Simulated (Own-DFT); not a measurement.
## Calculated data, AlGa3N4 (wurtzite random alloy, strained, atoms displaced)

A calculation, not a measurement: plane-wave PBE density functional theory by an unreviewed code, no spin, of a simulated periodic cell, stress positive in tension, free energy of the whole cell less one offset for each atom, forces on such cells passed a denser k mesh, this cell's mesh not checked; offsets are fitted by least squares, one for each functional and potential file, so energies compare only between cells with the same atoms and settings and are not formation energies; the far tail of each file's local potential was reset to the Coulomb form; each entry is a single point on an unrelaxed cell, so the pressure reflects the starting lattice, mostly measured values, from which strain is counted, and rises with the displacements; printed positions are rounded, which can move forces by about a meV/angstrom; the program is a retired in-house code; no spin-orbit coupling. Program: Own-DFT development build.

Common to all runs: functional PBE; potential files PseudoDojo norm-conserving, scalar-relativistic, standard set with the stringent files for Ga; wave cutoff 96 hartree; occupations Gaussian; smearing width 0.01 eV; k mesh 4 x 4 x 3 centred on Gamma.

(1) AlGa3N4 (wurtzite random alloy, strained, atoms displaced)

```
cell vectors (Å)
   9.4379     0.0000     0.0000
  -4.7190     8.1735     0.0000
   0.0000     0.0000    10.2685
atoms (fractions of the cell vectors)
Al  0.11411  0.22504  0.00557
Al  0.22244  0.11315  0.25256
N   0.10207  0.21419  0.18674
N   0.22012  0.10634  0.44552
Ga  0.11595  0.22348  0.49297
Ga  0.22059  0.10658  0.75135
N   0.11768  0.22649  0.68759
N   0.22435  0.11335  0.93287
Ga  0.10791  0.55697  0.00318
Ga  0.22203  0.44302  0.24696
N   0.11380  0.56051  0.19538
N   0.21651  0.44338  0.43733
Ga  0.10897  0.55277  0.50070
Al  0.22186  0.44244  0.74924
N   0.10489  0.55150  0.68920
N   0.23128  0.45332  0.93790
Ga  0.10696  0.88335  0.00246
Ga  0.22581  0.78310  0.24897
N   0.10787  0.88350  0.18915
N   0.22487  0.77841  0.44448
Ga  0.11306  0.89107  0.50173
Ga  0.22627  0.77701  0.75828
N   0.11329  0.88978  0.68531
N   0.22364  0.78354  0.94515
Al  0.43737  0.21222  0.99973
Ga  0.55876  0.11307  0.23907
N   0.45477  0.21916  0.18462
N   0.56138  0.11885  0.44043
Ga  0.43259  0.21438  0.49321
Ga  0.55124  0.10709  0.73638
N   0.44572  0.22980  0.69129
N   0.55356  0.10226  0.94242
Al  0.44550  0.55414  0.99139
Ga  0.55603  0.43965  0.25363
N   0.44588  0.55271  0.18948
N   0.56255  0.45637  0.43966
Ga  0.44438  0.55971  0.50649
Al  0.55063  0.43741  0.74820
N   0.44376  0.56591  0.69188
N   0.55462  0.44926  0.93943
Ga  0.43970  0.88408  0.00265
Ga  0.56171  0.77822  0.24430
N   0.45408  0.89334  0.18439
N   0.54976  0.77646  0.43428
Ga  0.44851  0.89729  0.50500
Ga  0.55690  0.78746  0.75065
N   0.44912  0.89428  0.68550
N   0.55700  0.77710  0.93361
Ga  0.78454  0.23263  0.00467
Ga  0.87976  0.10360  0.25459
N   0.77190  0.22760  0.19054
N   0.89448  0.12230  0.43597
Ga  0.76609  0.22449  0.50620
Ga  0.88288  0.11696  0.74533
N   0.78225  0.22754  0.69529
N   0.89089  0.11550  0.93819
Ga  0.77669  0.54502  0.00391
Ga  0.88201  0.44594  0.24679
N   0.78136  0.55914  0.18945
N   0.89664  0.45594  0.44218
Al  0.78412  0.55200  0.49550
Ga  0.88791  0.43503  0.75843
N   0.77896  0.55933  0.68996
N   0.89052  0.43853  0.93280
Ga  0.78150  0.89259  0.00940
Ga  0.88903  0.78016  0.25148
N   0.77554  0.88075  0.18603
N   0.88685  0.78042  0.43083
Al  0.77234  0.88236  0.49910
Al  0.88388  0.77624  0.75337
N   0.78370  0.88622  0.68373
N   0.89266  0.78034  0.93704
```

Results for AlGa3N4 (wurtzite random alloy, strained, atoms displaced): free energy of cell above offsets -9.070 eV; pressure 9.95 GPa; stress xx -10.63 GPa; stress yy -9.84 GPa; stress zz -9.38 GPa; stress yz -0.73 GPa; stress xz -0.77 GPa; stress xy 0.23 GPa.

Force:
```tsv
element	x (eV/Å)	y (eV/Å)	z (eV/Å)
Al	-0.154	-0.094	-1.863
Al	0.311	-0.698	-0.625
N	1.304	0.061	0.298
N	-0.641	0.367	-3.127
Ga	-1.133	0.319	1.596
Ga	-0.49	0.457	-0.735
N	-0.716	0.146	-0.103
N	-0.483	0.199	2.47
Ga	1.167	0.041	0.131
Ga	0.014	0.246	0.493
N	-0.435	-0.744	-1.125
N	1.349	0.271	-0.274
Ga	0.574	0.854	0.53
Al	-0.261	0.534	0.049
N	1.52	0.176	0.868
N	-0.75	-1.469	0.007
Ga	-0.474	1.378	-0.247
Ga	0.79	-0.123	1.184
N	0.102	2.143	0.42
N	-0.042	0.509	-0.962
Ga	-0.398	-1.854	-0.023
Ga	-0.964	-0.301	-1.28
N	-0.495	-1.008	1.468
N	-0.005	-1.283	-0.724
Al	0.809	0.979	-0.906
Ga	0.144	-1.336	1.96
N	-3.716	0.253	-0.07
N	-1.547	-0.993	-1.154
Ga	1.781	2.462	1.459
Ga	-0.241	1.841	2.829
N	0.218	-1.078	-1.17
N	-0.808	1.768	-0.862
Al	0.115	0.944	1.184
Ga	-0.421	0.744	-0.497
N	-0.031	-0.174	-1.584
N	0.5	-1.399	0.42
Ga	-0.337	-0.217	-0.814
Al	0.235	2.591	0.503
N	0.485	-1.791	0.474
N	0.62	-1.919	-0.599
Ga	1.472	0.36	-0.74
Ga	-1.42	-1.153	1.057
N	-0.627	-0.835	1.112
N	1.015	1.183	0.615
Ga	0.038	-1.165	-1.924
Ga	1.501	-0.5	-0.071
N	-0.671	-1.081	0.663
N	0.003	-0.307	1.518
Ga	-0.316	-2.738	-0.582
Ga	-0.181	0.805	-0.653
N	2.36	-0.045	-0.305
N	-1.016	-1.997	1.311
Ga	2.85	1.499	-0.451
Ga	3.065	-1.523	0.907
N	-1.795	-1.13	-1.793
N	0.827	0.333	0.619
Ga	-1.022	1.299	-1.111
Ga	1.754	0.391	1.713
N	-0.826	-0.196	-0.338
N	-1.069	-1.807	-1.041
Al	-1.672	1.616	1.502
Ga	-1.038	2.679	-2.461
N	-0.38	-0.737	-0.443
N	-0.376	1.473	2.605
Ga	-0.239	-0.091	-3.135
Ga	0.591	-0.491	-0.425
N	0.085	1.399	1.158
N	-0.1	-0.497	2.211
Al	0.112	0.771	-0.316
Al	1.002	-0.058	-0.562
N	-0.846	0.642	-0.207
N	-0.576	-0.902	-0.035
```

(2) AlGa3N4 (wurtzite random alloy, strained, atoms displaced)

```
cell vectors (Å)
   9.4379     0.0000     0.0000
  -4.7190     8.1735     0.0000
   0.0000     0.0000    10.2685
atoms (fractions of the cell vectors)
Ga  0.12419  0.22782  0.00643
Al  0.21345  0.09909  0.26154
N   0.11506  0.23317  0.18227
N   0.22213  0.10818  0.42548
Ga  0.12158  0.22763  0.50943
Al  0.21624  0.10851  0.74266
N   0.12026  0.22130  0.69371
N   0.22429  0.10251  0.94393
Ga  0.09375  0.54246  0.99834
Ga  0.22536  0.44657  0.25017
N   0.09720  0.55215  0.18112
N   0.22466  0.44403  0.44395
Ga  0.12043  0.56152  0.49178
Ga  0.22316  0.44360  0.73824
N   0.10831  0.55823  0.68935
N   0.22882  0.45415  0.93434
Ga  0.11661  0.89341  0.00241
Ga  0.20978  0.76918  0.25041
N   0.11382  0.89520  0.19236
N   0.21036  0.76517  0.43921
Ga  0.10942  0.89432  0.49571
Al  0.22441  0.78321  0.75232
N   0.11046  0.89489  0.69355
N   0.22596  0.78604  0.93077
Ga  0.44217  0.22177  0.00084
Ga  0.54948  0.10945  0.24459
N   0.45474  0.23404  0.18806
N   0.55604  0.11082  0.43565
Ga  0.44002  0.22361  0.49667
Ga  0.55580  0.10051  0.74867
N   0.44604  0.22052  0.68943
N   0.55909  0.11731  0.93009
Ga  0.43964  0.54771  0.99501
Ga  0.54804  0.43396  0.24865
N   0.43165  0.54383  0.18799
N   0.56172  0.43722  0.43478
Ga  0.44517  0.56158  0.51015
Al  0.55967  0.44866  0.75909
N   0.43798  0.55342  0.68548
N   0.55573  0.44143  0.93770
Al  0.44688  0.89399  0.99984
Ga  0.54960  0.77538  0.25537
N   0.43940  0.89696  0.18901
N   0.56064  0.77362  0.43621
Ga  0.44852  0.88913  0.49578
Ga  0.55022  0.78217  0.75152
N   0.43835  0.88559  0.69440
N   0.56102  0.77626  0.94173
Ga  0.76610  0.21438  0.99197
Al  0.87863  0.10436  0.25701
N   0.78681  0.22835  0.19197
N   0.88986  0.11159  0.44840
Al  0.77723  0.23232  0.49491
Ga  0.88755  0.11297  0.75194
N   0.77750  0.21606  0.68160
N   0.87787  0.10982  0.93353
Ga  0.77995  0.55549  0.00398
Ga  0.89136  0.43820  0.24605
N   0.77431  0.55640  0.18774
N   0.89582  0.44130  0.43923
Ga  0.78169  0.55898  0.49624
Ga  0.88302  0.44589  0.74574
N   0.78936  0.56494  0.69035
N   0.88087  0.44040  0.93813
Al  0.78197  0.88902  0.00465
Ga  0.88528  0.77931  0.24676
N   0.78534  0.89166  0.18744
N   0.88269  0.77343  0.44109
Al  0.79249  0.88854  0.49446
Ga  0.89082  0.77781  0.75042
N   0.77938  0.89566  0.69525
N   0.87077  0.77122  0.92646
```

It finds free energy of cell above offsets -7.145 eV; pressure 11.07 GPa; stress xx -8.92 GPa; stress yy -13.88 GPa; stress zz -10.42 GPa; stress yz -0.33 GPa; stress xz -0.03 GPa; stress xy 0.12 GPa.

Force:
```tsv
element	x (eV/Å)	y (eV/Å)	z (eV/Å)
Ga	-1.301	-0.295	-2.354
Al	-0.15	2.654	-5.373
N	-0.034	-2.735	3.299
N	-0.427	0.564	4.018
Ga	-1.195	-0.846	-1.223
Al	2.338	0.314	2.115
N	-1.114	-0.233	-0.402
N	-1.248	1.917	-2.164
Ga	1.757	1.581	-1.152
Ga	-1.726	-0.62	0.574
N	2.329	1.035	0.764
N	0.582	0.11	-0.918
Ga	-0.985	-2.86	2.638
Ga	-1.639	0.494	2.042
N	0.546	0.753	-0.317
N	-1.227	-1.611	-0.569
Ga	-0.853	-1.98	-0.321
Ga	0.559	0.513	-0.408
N	-0.38	-0.66	-0.143
N	0.539	3.962	-0.968
Ga	0.606	-1.29	1.345
Al	-0.934	-0.995	-0.742
N	1.357	-0.253	-1.382
N	0.626	-0.685	1.493
Ga	0.603	0.046	-0.209
Ga	0.976	1.643	0.973
N	-1.494	-4.197	-0.645
N	0.175	0.203	0.258
Ga	1.328	-0.46	1.058
Ga	-0.599	1.96	-0.932
N	-1.056	0.615	0.176
N	-1.446	-2.111	1.559
Ga	0.505	1.507	0.894
Ga	0.042	3.346	0.843
N	1.696	2.238	-0.41
N	-1.384	1.288	0.594
Ga	1.398	-0.921	-2.496
Al	0.157	-0.477	-2.023
N	2.48	0.604	2.096
N	-0.101	0.096	-0.18
Al	0.155	-0.856	-0.495
Ga	0.218	-0.392	-2.031
N	0.646	-2.151	-1.144
N	0.342	1.16	1.145
Ga	-0.401	-0.023	0.62
Ga	1.834	-0.597	0.612
N	-0.602	-0.658	-1.831
N	-1.14	1.019	0.76
Ga	1.62	1.293	1.655
Al	1.144	1.55	-0.431
N	-0.543	-3.108	-0.934
N	-0.028	-0.21	-1.526
Al	0.828	-1.908	0.859
Ga	0.531	0.145	-0.534
N	-0.853	1.183	-0.474
N	2.042	-0.622	1.748
Ga	-0.757	0.372	-0.691
Ga	-2.142	0.989	1.438
N	0.474	-0.014	0.692
N	-0.88	0.679	-0.604
Ga	0.533	-1.605	0.849
Ga	1.47	-1.038	0.342
N	-2.661	-1.525	-1.027
N	-0.221	-0.339	-0.709
Al	-0.801	0.266	-1.601
Ga	1.017	-1.048	0.556
N	-1.883	0.74	0.016
N	1.158	0.955	-1.216
Al	-3.041	1.088	2.251
Ga	-0.91	1.039	-0.839
N	0.133	-1.487	-2.53
N	1.414	0.891	3.662
```

(3) AlGa3N4 (wurtzite random alloy, strained, atoms displaced)

```
cell vectors (Å)
   9.6757     0.0000     0.0000
  -4.8378     8.3794     0.0000
   0.0000     0.0000    10.2685
atoms (fractions of the cell vectors)
Ga  0.10579  0.22536  0.99991
Ga  0.21768  0.11057  0.25946
N   0.12217  0.22751  0.18565
N   0.22814  0.11599  0.44096
Ga  0.11490  0.22881  0.49304
Ga  0.22206  0.11336  0.75366
N   0.11266  0.22740  0.69865
N   0.21275  0.10089  0.93867
Ga  0.11119  0.55580  0.00097
Ga  0.21962  0.44527  0.25073
N   0.10685  0.55869  0.19121
N   0.22515  0.44198  0.43733
Ga  0.11561  0.55471  0.49945
Ga  0.22401  0.44377  0.74683
N   0.10929  0.55814  0.68817
N   0.21976  0.43982  0.93579
Ga  0.10868  0.88930  0.99729
Ga  0.23107  0.78566  0.25226
N   0.11402  0.88690  0.18791
N   0.22097  0.77280  0.44241
Ga  0.11315  0.89493  0.49358
Al  0.22740  0.77718  0.74654
N   0.11461  0.88693  0.69428
N   0.22575  0.78105  0.94633
Ga  0.44885  0.21839  0.99860
Ga  0.55429  0.11572  0.24979
N   0.44777  0.23611  0.19162
N   0.54947  0.11248  0.42999
Ga  0.44540  0.21622  0.50084
Ga  0.55463  0.11262  0.74773
N   0.44700  0.22048  0.68948
N   0.55988  0.11262  0.94402
Ga  0.44641  0.55901  0.99744
Ga  0.56135  0.44319  0.25322
N   0.43886  0.55253  0.17932
N   0.55988  0.44217  0.44014
Ga  0.44385  0.54925  0.50053
Al  0.55707  0.44527  0.74322
N   0.43957  0.55035  0.68547
N   0.55929  0.43566  0.94044
Ga  0.44295  0.88715  0.99330
Ga  0.56726  0.78068  0.24951
N   0.44528  0.89419  0.19537
N   0.55092  0.78745  0.44178
Ga  0.43871  0.88636  0.50654
Al  0.56503  0.78309  0.75675
N   0.43600  0.87877  0.68717
N   0.55235  0.76969  0.93872
Ga  0.77455  0.22018  0.99080
Ga  0.88769  0.10880  0.25070
N   0.77859  0.21592  0.18970
N   0.88463  0.10284  0.43814
Al  0.77806  0.22091  0.50112
Al  0.89037  0.11409  0.75213
N   0.78253  0.22042  0.69139
N   0.89353  0.11436  0.94742
Al  0.78800  0.55827  0.99119
Ga  0.87965  0.44676  0.25309
N   0.77479  0.56438  0.18901
N   0.89356  0.45192  0.44071
Ga  0.77828  0.55780  0.50248
Ga  0.89479  0.45078  0.75008
N   0.77100  0.55103  0.69322
N   0.88635  0.44105  0.93727
Ga  0.76774  0.88724  0.99816
Al  0.89116  0.77452  0.24988
N   0.76952  0.87661  0.19368
N   0.88963  0.77753  0.43298
Al  0.76729  0.89592  0.50206
Al  0.88921  0.77799  0.74734
N   0.77560  0.88530  0.68568
N   0.89631  0.77805  0.93529
```

It finds free energy of cell above offsets -10.563 eV; pressure 0.05 GPa; stress xx 1.93 GPa; stress yy 1.84 GPa; stress zz -3.93 GPa; stress yz 0.45 GPa; stress xz 0.16 GPa; stress xy -1.07 GPa.

Force:
```tsv
element	x (eV/Å)	y (eV/Å)	z (eV/Å)
Ga	2.016	-0.138	0.106
Ga	0.93	0.167	-2.494
N	-1.368	-0.82	1.194
N	-0.709	-0.109	0.817
Ga	-0.245	-1.363	1.502
Ga	0.194	-0.524	-0.423
N	-0.708	-1.463	-1.547
N	0.579	1.841	0.471
Ga	0.261	-0.065	0.178
Ga	0.179	0.581	-1.248
N	0.204	-0.316	0.191
N	-0.33	0.613	0.297
Ga	-0.612	0.084	-0.161
Ga	-0.637	0.611	0.564
N	0.857	0.507	0.403
N	-0.094	1.041	0.235
Ga	0.723	-0.123	0.656
Ga	-0.412	-0.953	-0.274
N	-1.318	0.282	0.915
N	-0.367	0.841	-0.112
Ga	-0.022	-1.234	1.185
Al	-1.384	-0.208	0.896
N	-0.538	-0.406	-0.603
N	-0.219	-0.759	-2.183
Ga	-1.741	0.346	0.766
Ga	0.144	-0.106	-1.428
N	0.26	-2.317	-0.428
N	1.85	-0.075	2.86
Ga	-0.158	0.892	-0.035
Ga	0.48	-0.493	0.363
N	-0.562	0.877	0.187
N	-0.326	-1.194	-1.458
Ga	0.434	-2.388	-0.136
Ga	-1.352	1.186	-0.866
N	0.417	0.648	2.249
N	-0.599	0.119	0.551
Ga	0.192	1.114	-0.686
Al	-0.515	-0.723	1.324
N	1.398	1.126	1.336
N	0.001	1.662	-1.51
Ga	0.061	0.258	1.862
Ga	-3.256	-1.443	0.614
N	1.132	-0.208	-1.385
N	1.808	-1.13	0.064
Ga	-0.242	0.538	-1.812
Al	-0.964	-1.102	-1.814
N	1.425	0.701	2.237
N	-0.285	1.528	-1.167
Ga	0.856	0.58	1.8
Ga	0.459	-0.079	-0.878
N	-0.745	1.037	-0.323
N	-0.535	1.289	1.037
Al	-0.352	0.39	-0.655
Al	0.671	-0.298	0.09
N	-0.172	-0.233	-0.733
N	-1.361	-1.339	-2.137
Al	-1.483	-0.339	0.956
Ga	0.953	-0.155	-0.824
N	1.233	-0.247	-1.192
N	-0.021	-1.862	0.762
Ga	0.379	0.407	-0.236
Ga	-0.406	-0.602	-0.348
N	0.186	1.198	-0.004
N	0.083	0.78	0.389
Ga	1.871	0.096	0.847
Al	-0.093	0.582	-0.388
N	2.744	1.741	-1.201
N	-1.081	0.731	0.882
Al	1.311	-1.418	-0.647
Al	0.57	0.066	-0.083
N	0.049	0.744	1.1
N	-1.696	-0.974	-0.47
```

(4) AlGa3N4 (wurtzite random alloy, strained, atoms displaced)

```
cell vectors (Å)
   9.6757     0.0000     0.0000
  -4.8378     8.3794     0.0000
   0.0000     0.0000    10.2685
atoms (fractions of the cell vectors)
Al  0.11541  0.22245  0.99609
Al  0.21837  0.11058  0.25300
N   0.11564  0.23403  0.18409
N   0.21878  0.10415  0.43671
Ga  0.11689  0.22060  0.50225
Ga  0.22579  0.11685  0.74842
N   0.11262  0.21823  0.68982
N   0.22544  0.11700  0.93874
Ga  0.11148  0.55941  0.99787
Ga  0.21800  0.43161  0.25916
N   0.11213  0.55956  0.19019
N   0.21293  0.43423  0.43906
Al  0.10159  0.54558  0.50476
Ga  0.22061  0.44091  0.74701
N   0.10898  0.54898  0.68253
N   0.23822  0.45612  0.94480
Al  0.10952  0.89109  0.00634
Ga  0.21597  0.78014  0.24815
N   0.10560  0.87825  0.18767
N   0.21410  0.76797  0.44085
Ga  0.11341  0.88295  0.50272
Ga  0.22337  0.78613  0.74672
N   0.10757  0.88728  0.68782
N   0.23262  0.78963  0.94453
Al  0.44856  0.22203  0.99941
Ga  0.56205  0.10989  0.24103
N   0.44483  0.22850  0.18321
N   0.55334  0.11756  0.44929
Ga  0.43843  0.22005  0.49003
Ga  0.55134  0.10775  0.74940
N   0.44600  0.23103  0.68688
N   0.56337  0.11256  0.92760
Ga  0.45305  0.56121  0.99471
Ga  0.55126  0.43036  0.25101
N   0.43727  0.55002  0.19514
N   0.54346  0.44664  0.43604
Ga  0.44507  0.56870  0.50107
Al  0.56951  0.44633  0.75069
N   0.44308  0.56135  0.68884
N   0.56080  0.44552  0.94124
Ga  0.44114  0.89173  0.00398
Ga  0.55040  0.78206  0.24467
N   0.44360  0.89000  0.19420
N   0.55684  0.77593  0.44172
Ga  0.43411  0.87626  0.49445
Ga  0.55212  0.79083  0.76115
N   0.45154  0.88113  0.69480
N   0.55098  0.77591  0.94022
Ga  0.79285  0.23486  0.99846
Al  0.88889  0.11484  0.25483
N   0.77219  0.21626  0.18335
N   0.88479  0.11834  0.42651
Ga  0.78402  0.23023  0.50120
Ga  0.87623  0.10718  0.75245
N   0.77727  0.22731  0.68809
N   0.89419  0.11871  0.93652
Ga  0.78194  0.55907  0.00113
Ga  0.88842  0.43664  0.24620
N   0.77436  0.56012  0.19507
N   0.88443  0.43386  0.44214
Ga  0.77809  0.55662  0.49645
Ga  0.89940  0.46138  0.75112
N   0.77419  0.55136  0.68781
N   0.87841  0.44072  0.94177
Ga  0.78105  0.88787  0.99721
Ga  0.88814  0.78356  0.25900
N   0.77981  0.89065  0.18829
N   0.89015  0.77929  0.44425
Al  0.77251  0.88108  0.50582
Al  0.88298  0.77728  0.74068
N   0.78443  0.88961  0.69058
N   0.89590  0.78081  0.93613
```

It finds free energy of cell above offsets -9.306 eV; pressure 0.56 GPa; stress xx 1.76 GPa; stress yy 1.67 GPa; stress zz -5.1 GPa; stress yz 0.44 GPa; stress xz -0.41 GPa; stress xy 0.72 GPa.

Force:
```tsv
element	x (eV/Å)	y (eV/Å)	z (eV/Å)
Al	-0.162	1.171	0.173
Al	0.125	0.113	-1.383
N	-0.065	-3.708	-0.1
N	-0.342	-0.248	-0.686
Ga	-1.121	-0.504	-0.224
Ga	0.419	-0.345	0.246
N	-1.188	0.062	0.035
N	0.405	-0.781	1.163
Ga	0.847	0.014	0.52
Ga	-0.176	2.603	-1.555
N	0.036	-0.75	-0.009
N	-0.511	1.51	1.786
Al	0.522	-0.042	-1.836
Ga	0.761	0.425	0.739
N	-0.083	1.234	1.04
N	-2.12	-2.062	-1.184
Al	0.366	0.236	-1.484
Ga	1.137	-1.137	0.525
N	-1.066	2.553	0.219
N	0.201	-0.787	0.087
Ga	-0.527	0.477	-0.464
Ga	0.899	-0.759	0.727
N	-0.374	-0.04	0.656
N	-2.383	-0.874	-0.797
Al	-0.15	0.345	-0.955
Ga	-1.706	0.405	1.835
N	-0.16	-3.014	-0.07
N	1.059	-1.504	-1.741
Ga	0.171	1.104	1.423
Ga	-0.018	0.797	-1.956
N	0.377	-0.326	0.229
N	-0.948	0.328	3.262
Ga	0.194	-0.85	1.683
Ga	-0.817	2.926	-0.158
N	0.604	0.833	-0.72
N	1.27	-0.122	0.847
Ga	0.059	-2.317	0.241
Al	-2.492	-0.436	0.062
N	1.319	-0.221	0.852
N	0.178	-0.651	-0.963
Ga	1.397	0.683	-0.416
Ga	1.684	-1.716	0.614
N	-0.893	0.184	-0.481
N	0.188	1.818	-0.72
Ga	0.675	1.655	0.832
Ga	3.294	-2.912	-0.855
N	-4.138	2.073	-2.233
N	0.748	1.448	1.431
Ga	-0.854	-2.32	-0.464
Al	0.38	-0.349	-2.71
N	1.623	0.447	0.593
N	1.086	-1.602	2.822
Ga	-0.749	-2.331	0.479
Ga	0.942	0.973	-0.946
N	0.3	0.009	0.699
N	0.948	-0.279	0.95
Ga	-0.882	0.39	0.854
Ga	-0.619	1.238	0.431
N	0.943	-0.522	-0.203
N	0.049	2.96	-0.873
Ga	-0.572	-1.202	-0.363
Ga	-0.373	-1.991	-0.094
N	0.205	1.752	0.138
N	1.551	2.118	-0.855
Ga	-0.312	0.326	0.235
Ga	-0.172	-0.925	-1.182
N	-0.403	1.058	0.396
N	-0.69	0.378	0.728
Al	-0.253	1.3	-0.907
Al	1.116	-0.194	1.291
N	-0.97	-0.258	-0.526
N	0.208	0.133	-0.731
```
